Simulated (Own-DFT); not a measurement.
# Which defects push the lattice out? wurtzite GaN

Source: density functional calculations with Own-DFT, an unreviewed in-house program that is no longer used. Nothing was measured or relaxed, and spin and spin-orbit coupling are left out.

Method: PBE; PseudoDojo norm-conserving scalar-relativistic files; cutoff 42 hartree; 4 x 4 x 3 k mesh centred on Gamma; Fermi-Dirac smearing of 0.1 eV.

Limits (not all hold for every row): not probed for a lower state with spin; forces not confirmed at this smearing and k mesh; stress not checked against mesh or cutoff.

All runs share one cell, with vectors in Å (9.567, 0.000, 0.000); (-4.784, 8.285, 0.000); (0.000, 0.000, 10.370) and a volume of 822.0 Å³. u is the rms random offset of the atoms per axis. The defect's site can differ from row to row.

```
cell,formula,u (Å),P (GPa)
no defect,Ga36N36,0.0197,5.95
no defect,Ga36N36,0.0493,7.40
no defect,Ga36N36,0.0512,7.68
one Ga on an N site,Ga37N35,0.0287,11.86
one Ga on an N site,Ga37N35,0.0290,11.84
one Ga on an N site,Ga37N35,0.0496,13.55
one N on a Ga site,Ga35N37,0.0306,5.53
one N on a Ga site,Ga35N37,0.0311,5.55
one N on a Ga site,Ga35N37,0.0493,?
one N on a Ga site,Ga35N37,0.0549,6.70
```

## Worked fit

P = P0 + c u² + a shift for each defect gives P0 = 5.65 GPa, c = 749 ± 82 GPa/Å² and a scatter of 0.23 GPa. The shifts, and each times the cell's volume:

- one Ga on an N site: 5.74 ± 0.19 GPa, 29.4 eV
- one N on a Ga site: -0.95 ± 0.19 GPa, -4.9 eV

A positive shift means that the defect pushes the cell outwards. Shift times volume (160.2 GPa Å³ is 1 eV) depends little on the cell's size, so, taken for each site, it can be compared between cells at like pressure. The atoms around the defects weren't relaxed, which would change these numbers.

## Check

The question: what pressure belongs in the blank (one N on a Ga site, u = 0.0493 Å)?

Estimate: 6.52 ± 0.27 GPa. DFT gave 6.76 GPa.
